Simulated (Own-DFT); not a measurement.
# How HSE06 shifts the pressure of monoclinic HfO2, 94 atoms (Hf32O62), with two O vacancies

All values are computed. Each geometry was run twice at fixed positions with Own-DFT, a retired in-house plane-wave program that no person has reviewed: with PBE, and with HSE06 (exact exchange share 0.25 at short range, screening 0.11 per bohr, Gygi-Baldereschi treatment of its divergence). Both used PseudoDojo norm-conserving files made for PBE, a cutoff of 48 hartree, the Gamma point alone, fixed occupations, a neutral cell and no spin. With Gamma alone and a thickness of 10.1 Å, finite-size errors remain in every number. The hafnium file keeps the 4f electrons in the core, and its forces lie about 75 meV/Å off all-electron values. The oxygen file's force components were 24 meV/Å off all-electron values in a glass.

Unstrained cell vectors in Å: (10.234, 0.000, 0.000); (0.000, 10.350, 0.000); (-1.696, 0.000, 10.445), volume V0 = 1106.4 Å³, from measured lattice constants. Each geometry has its own random strain of a few per cent, its own defect sites and random moves of rms u per axis. HSE06 gave the energy alone. D is its energy less that of PBE, over the lowest D shown. The PBE stress wasn't checked against mesh or cutoff.

| run | V - V0 (Å³) | u (Å) | P with PBE (GPa) | D (eV) |
|---|---|---|---|---|
| 1 | -6.3 | 0.0498 | 7.98 | 0.991 |
| 2 | -12.7 | 0.0470 | 7.72 | 0.892 |
| 3 | -5.8 | 0.0308 | 5.56 | 0.849 |
| 4 | -15.8 | 0.0310 | 8.13 | 0.638 |
| 5 | 11.8 | 0.0264 | 1.39 | 1.321 |
| 6 | 41.9 | 0.0293 | -4.71 | 2.125 |
| 7 | -45.4 | 0.0313 | 15.10 | 0.000 |
| 8 | -17.7 | 0.0296 | 8.95 | 0.596 |
| 9 | -27.6 | 0.0289 | 10.42 | 0.359 |
| 10 | -3.1 | 0.0473 | 5.24 | 1.148 |
| 11 | -8.7 | 0.0296 | 5.35 | 0.910 |
| 12 | -23.9 | 0.0288 | 9.16 | 0.499 |
| 13 | -16.4 | 0.0465 | 8.58 | ? |

## Working it out

D = 0.99 + 0.0246 (V - V0) + 87 u² eV, with an error of 0.0007 on the volume slope, 23 on the last term and a scatter of 0.05 eV. Pressure is -dE/dV, and 1 eV/Å³ is 160.2 GPa, so HSE06 changes the pressure by -3.9 ± 0.1 GPa. With the ions held to the strained lattice, the PBE pressure falls by 249 ± 10 GPa per unit of volume strain; the shape of the strain isn't fitted, so the true error is larger, and a relaxed crystal would be softer. On that slope HSE06's volume at a given pressure is about 1.6 % smaller, or 0.5 % in lengths. At u = 0 and V0 the PBE pressure is 3.6 GPa, which puts the zero-pressure volume, against the measured cell and with the defects in, at +1.4 % for PBE and -0.1 % for HSE06, each good to a few tenths of a per cent.

## Withheld run

The question: what D should run 13 give?

Estimate: 0.77 eV, with rows scattering by 0.05. The calculation gave 0.816 eV.
